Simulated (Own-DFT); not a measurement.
# How strain changes the stress of wurtzite GaN, 72 atoms (Ga36N36)

All numbers below are calculated, not measured. They come from Own-DFT, an in-house plane-wave density functional program, since retired, whose code no person has reviewed. Each row is one single-point run on a periodic cell that was not relaxed, without spin or spin-orbit coupling.

Settings of every run: PBE; PseudoDojo norm-conserving scalar-relativistic files (stringent for Ga); cutoff 96 hartree; 4 x 4 x 3 k mesh centred on Gamma; Gaussian smearing of 0.01 eV.

Known limits: forces not confirmed at this smearing and k mesh; stress not checked against mesh or cutoff.

Unstrained cell vectors in Å: (9.567, 0.000, 0.000); (-4.784, 8.285, 0.000); (0.000, 0.000, 10.370). The unstrained cell has measured lattice constants (interpolated for alloys), not those of this functional. That, the random moves and any unrelaxed bonds set the pressure at no strain. Each run strains this cell uniformly, with the atoms carried along. Every atom was also moved at random, by a Gaussian of width 0.05 Å on each axis. Strain is the symmetric tensor, in per cent. Stress is positive in tension, and the pressure is minus a third of its trace.

| run | e_xx (%) | e_yy (%) | e_zz (%) | s_xx (GPa) | s_yy (GPa) | s_zz (GPa) | P (GPa) | E (meV/atom) |
|---|---|---|---|---|---|---|---|---|
| 1 | 0.00 | 0.00 | 1.75 | -6.22 | -5.13 | -0.56 | 3.97 | 4.2 |
| 2 | 0.00 | 0.00 | 1.75 | -5.66 | -7.13 | 0.71 | 4.02 | 8.4 |
| 3 | 0.00 | 0.00 | 0.75 | -7.52 | -6.94 | -3.53 | 6.00 | 8.1 |
| 4 | 0.00 | 0.00 | -1.25 | -8.09 | -8.22 | -13.63 | 9.98 | 23.9 |
| 5 | 0.00 | 0.00 | -0.25 | -7.61 | -5.32 | -9.13 | 7.35 | 0.0 |
| 6 | 0.00 | 0.00 | 0.75 | -5.76 | -6.27 | -5.29 | 5.77 | 13.9 |
| 7 | 0.00 | 0.00 | -1.25 | -6.97 | -8.82 | -13.55 | 9.78 | 19.5 |
| 8 | 0.00 | 0.00 | 2.75 | -4.90 | -5.63 | 3.99 | 2.18 | 9.1 |
| 9 | 0.00 | 0.00 | -0.25 | -6.89 | -6.88 | -8.61 | 7.46 | 6.8 |
| 10 | 0.00 | 0.00 | 2.75 | -4.63 | -5.67 | 4.33 | 1.99 | 0.7 |
| 11 | 0.00 | 0.00 | -0.50 | ? | ? | ? | ? | ? |

E is the free energy for each atom above the lowest run shown.

## Worked fit

The change of volume is close to e_xx + e_yy + e_zz. A straight line through the runs shown gives P = 7.28 - 190 x (fractional change of volume) GPa, with an error of 5 on the slope and a scatter of 0.23 GPa. The strain isn't the same on all axes and the cell isn't cubic, so the slope belongs to this path and is not the bulk modulus.

## Withheld run

Question: what pressure should run 11 give? Its volume changes by -0.50 %.

The line gives 8.2 GPa. The calculation gave 8.08 GPa.
